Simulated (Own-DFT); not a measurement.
# One host, several defects: C11b WSi2

Source: density functional calculations with Own-DFT, an unreviewed in-house program that is no longer used. Nothing was measured or relaxed, and spin and spin-orbit coupling are left out.

All runs used: PBE; PseudoDojo norm-conserving scalar-relativistic files; cutoff 50 hartree; 5 x 5 x 5 k mesh centred on Gamma; cold (Marzari-Vanderbilt) smearing of 0.2 eV.

Known weak points: forces on such cells failed a check on a denser k mesh; stress not checked against mesh or cutoff.

All runs share one cell, with vectors in Å (-2.148, -5.953, 3.409); (-6.444, 2.976, 1.136); (-2.553, -2.948, -6.757) and a volume of 403.2 Å³. The atoms are randomly displaced, by u rms on each axis. The defect's site can differ from row to row.

```
cell,formula,u (Å),P (GPa)
no defect,Si20W10,0.0198,4.30
no defect,Si20W10,0.0450,5.69
no defect,Si20W10,0.0529,6.22
one Si vacancy,Si19W10,0.0313,3.48
one Si vacancy,Si19W10,0.0438,4.13
one Si vacancy,Si19W10,0.0510,4.64
one W on a Si site,Si19W11,0.0278,9.91
one W on a Si site,Si19W11,0.0290,?
one W on a Si site,Si19W11,0.0467,10.74
one W on a Si site,Si19W11,0.0540,11.40
one Si on a W site,Si21W9,0.0293,6.25
one Si on a W site,Si21W9,0.0297,6.13
one Si on a W site,Si21W9,0.0492,7.72
```

## Working it out

P = P0 + c u² + a shift for each defect gives P0 = 4.03 GPa, c = 792 ± 47 GPa/Å² and a scatter of 0.14 GPa. The shifts, and each times the cell's volume:

- one W on a Si site: 5.10 ± 0.11 GPa, 12.8 eV
- one Si on a W site: 1.57 ± 0.11 GPa, 4.0 eV
- one Si vacancy: -1.39 ± 0.11 GPa, -3.5 eV

A positive shift means that the defect pushes the cell outwards. Shift times volume (160.2 GPa Å³ is 1 eV) depends little on the cell's size, so, taken for each site, it can be compared between cells at like pressure. The atoms around the defects weren't relaxed, which would change these numbers.

## Test on the hidden row

The question: what pressure belongs in the blank (one W on a Si site, u = 0.0290 Å)?

The fitted form gives 9.80 ± 0.17 GPa. The run itself gave 9.63 GPa.
